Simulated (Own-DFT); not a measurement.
# Response to strain: wurtzite GaN, 96 atoms (Ga48N48)

Calculated results; nothing here was measured. They come from Own-DFT, an in-house plane-wave density functional program, since retired, whose code no person has reviewed. Each row is one single-point run on a periodic cell that was not relaxed, without spin or spin-orbit coupling.

Settings of every run: PBE; PseudoDojo norm-conserving scalar-relativistic files (stringent for Ga); cutoff 96 hartree; 3 x 4 x 3 k mesh centred on Gamma; Gaussian smearing of 0.01 eV.

Known limits: forces on such cells passed a denser k mesh, each cell not checked; stress not checked against mesh or cutoff.

Unstrained cell vectors in Å: (12.756, 0.000, 0.000); (-4.784, 8.285, 0.000); (0.000, 0.000, 10.370). The unstrained cell has measured lattice constants (interpolated for alloys), not those of this functional. That, the random moves and any unrelaxed bonds set the pressure at no strain. Each run strains this cell uniformly, with the atoms carried along. Every atom was also moved at random, by a Gaussian of width 0.05 Å on each axis. Strain is the symmetric tensor, in per cent. Stress is positive in tension, and the pressure is minus a third of its trace.

```
run  e_xx (%)  e_yy (%)  e_zz (%)  s_xx (GPa)  s_yy (GPa)  s_zz (GPa)  P (GPa)  E (meV/atom)
  1      0.00      0.00      1.00       -5.79       -7.77       -3.30     5.62          13.1
  2      0.00      0.00      2.50       -5.44       -4.45        2.12     2.59           1.7
  3      0.00      0.00     -0.75       -9.12       -6.46       -9.98     8.52           3.3
  4      0.00      0.00      2.00       -5.14       -5.89        1.10     3.31           0.0
  5      0.00      0.00     -1.00       -6.47       -8.15      -12.36     8.99           0.9
  6      0.00      0.00      0.50       -4.59       -7.28       -6.80     6.22           5.0
  7      0.00      0.00     -2.00       -6.75       -8.24      -19.79    11.60          23.4
  8      0.00      0.00     -1.50       -7.35       -8.31      -14.85    10.17          13.2
  9      0.00      0.00      0.25           ?           ?           ?        ?             ?
```

E is the free energy for each atom above the lowest run shown.

## Worked fit

The change of volume is close to e_xx + e_yy + e_zz. A straight line through the runs shown gives P = 7.31 - 194 x (fractional change of volume) GPa, with an error of 6 on the slope and a scatter of 0.26 GPa. The strain isn't the same on all axes and the cell isn't cubic, so the slope belongs to this path and is not the bulk modulus.

## Withheld run

Question: what pressure should run 9 give? Its volume changes by 0.25 %.

The line gives 6.8 GPa. The calculation gave 6.29 GPa.
